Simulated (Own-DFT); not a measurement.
# Computed records: Ti5Si3 (Ti5Si3 crystal, atoms displaced)

Computed with Own-DFT development build. A calculation, not a measurement: plane-wave PBEsol density functional theory by an unreviewed code, no spin, of a simulated periodic cell, stress positive in tension, free energy of the whole cell less one offset for each atom, forces on such cells passed a denser k mesh, this cell's mesh not checked; offsets are fitted by least squares, one for each functional and potential file, so energies compare only between cells with the same atoms and settings and are not formation energies; the far tail of each file's local potential was reset to the Coulomb form; each entry is a single point on an unrelaxed cell, so the pressure reflects the starting lattice, taken from the Materials Project, from which strain is counted, and rises with the displacements; printed positions are rounded, which can move forces by about a meV/angstrom; the program is a retired in-house code; no spin-orbit coupling.

Ti5Si3 (Ti5Si3 crystal, atoms displaced)

```
Ti5Si3
1.0
      7.4471     0.0000    -5.1150
      3.7235     6.4494     5.1150
      3.7235    -6.4494     5.1150
Ti Si Ti Si Ti Si
10 6 10 6 10 6
Direct
  0.99627 0.33745 0.66754
  0.16536 0.50250 0.17016
  0.33181 0.33340 0.99868
  0.83889 0.49965 0.83394
  0.08469 0.16595 0.16613
  0.83182 0.41429 0.16246
  0.49962 0.49893 0.74751
  0.83153 0.16577 0.91739
  0.16703 0.57904 0.83284
  0.24858 0.50197 0.50085
  0.32026 0.28869 0.28526
  0.95239 0.65548 0.04315
  0.62219 0.38216 0.98924
  0.71476 0.28789 0.67860
  0.04367 0.34634 0.95199
  0.00958 0.38082 0.38020
  0.66796 0.66429 0.99951
  0.83258 0.83474 0.49820
  0.99730 0.66402 0.33301
  0.49878 0.83573 0.16477
  0.74981 0.49924 0.49651
  0.50035 0.74895 0.49942
  0.16540 0.83947 0.08545
  0.49857 0.50230 0.24843
  0.83385 0.91570 0.16501
  0.91558 0.83311 0.83066
  0.99144 0.61756 0.61731
  0.62137 0.99138 0.37705
  0.28751 0.71660 0.31924
  0.38189 0.61718 0.00976
  0.71289 0.67809 0.28649
  0.68153 0.71418 0.71229
  0.33264 0.99965 0.32931
  0.49689 0.16593 0.82902
  0.66415 0.99801 0.66742
  0.16590 0.16728 0.50016
  0.41915 0.83145 0.83361
  0.16813 0.08262 0.83624
  0.83327 0.16416 0.41544
  0.16612 0.83354 0.58682
  0.49816 0.25312 0.50246
  0.57873 0.16633 0.16843
  0.65305 0.95177 0.95157
  0.28736 0.31958 0.71429
  0.95393 0.04189 0.65039
  0.05331 0.95019 0.34576
  0.38155 0.01358 0.61554
  0.34277 0.04735 0.04906
```

- functional: PBEsol
- potential files: PseudoDojo norm-conserving, scalar-relativistic, made for PBE, standard set
- wave cutoff: 42 hartree
- occupations: cold (Marzari-Vanderbilt)
- smearing width: 0.2 eV
- k mesh: 4 x 4 x 4 centred on Gamma
- free energy of cell above offsets: -0.622 eV
- pressure: -2.54 GPa
- stress xx: 2.32 GPa
- stress yy: 2.51 GPa
- stress zz: 2.77 GPa
- stress yz: -0.02 GPa
- stress xz: 0.15 GPa
- stress xy: 0.02 GPa

Force:
```csv
element,x (eV/Å),y (eV/Å),z (eV/Å)
Ti,0.037,-0.366,-0.937
Ti,-0.206,0.212,-0.497
Ti,0.092,-0.088,0.071
Ti,-0.643,0.272,0.456
Ti,-0.028,0.019,0.131
Ti,0.569,-0.184,0.229
Ti,0.21,-0.053,0.075
Ti,0.017,0.134,-0.137
Ti,0.077,0.163,0.097
Ti,-0.041,0.004,-0.183
Si,0.064,-0.21,-0.034
Si,0.426,-0.242,0.124
Si,-0.744,-0.035,-0.069
Si,-0.256,-0.133,-0.035
Si,0.361,-0.434,-0.248
Si,-0.042,-0.105,-0.108
Ti,0.021,0.264,0.212
Ti,-0.082,-0.159,-0.247
Ti,0.249,0.348,0.069
Ti,0.037,-0.268,-0.351
Ti,0.144,-0.187,0.114
Ti,0.082,0.163,0.067
Ti,-0.435,-0.276,-0.386
Ti,-0.021,-0.117,-0.078
Ti,0.122,-0.064,0.056
Ti,0.094,-0.133,0
Si,-0.122,0.165,0.332
Si,-0.26,-0.495,0.176
Si,-0.199,-0.306,0.206
Si,0.011,0.044,0.211
Si,-0.081,0.223,-0.033
Si,-0.284,-0.237,0.012
Ti,0.481,-0.106,0.358
Ti,0.535,-0.339,0.158
Ti,0.229,0.366,-0.183
Ti,0.018,0.101,0.055
Ti,-0.142,0.337,0.107
Ti,-0.41,0.339,-0.006
Ti,0.281,0.114,0.08
Ti,0.039,0.126,-0.236
Ti,-0.11,0.1,-0.25
Ti,0.089,0.444,-0.163
Si,0.186,0.007,0.008
Si,-0.306,0.296,0.225
Si,0.446,0.15,0.54
Si,-0.494,0.082,0.273
Si,-0.181,-0.346,-0.037
Si,0.171,0.412,-0.224
```
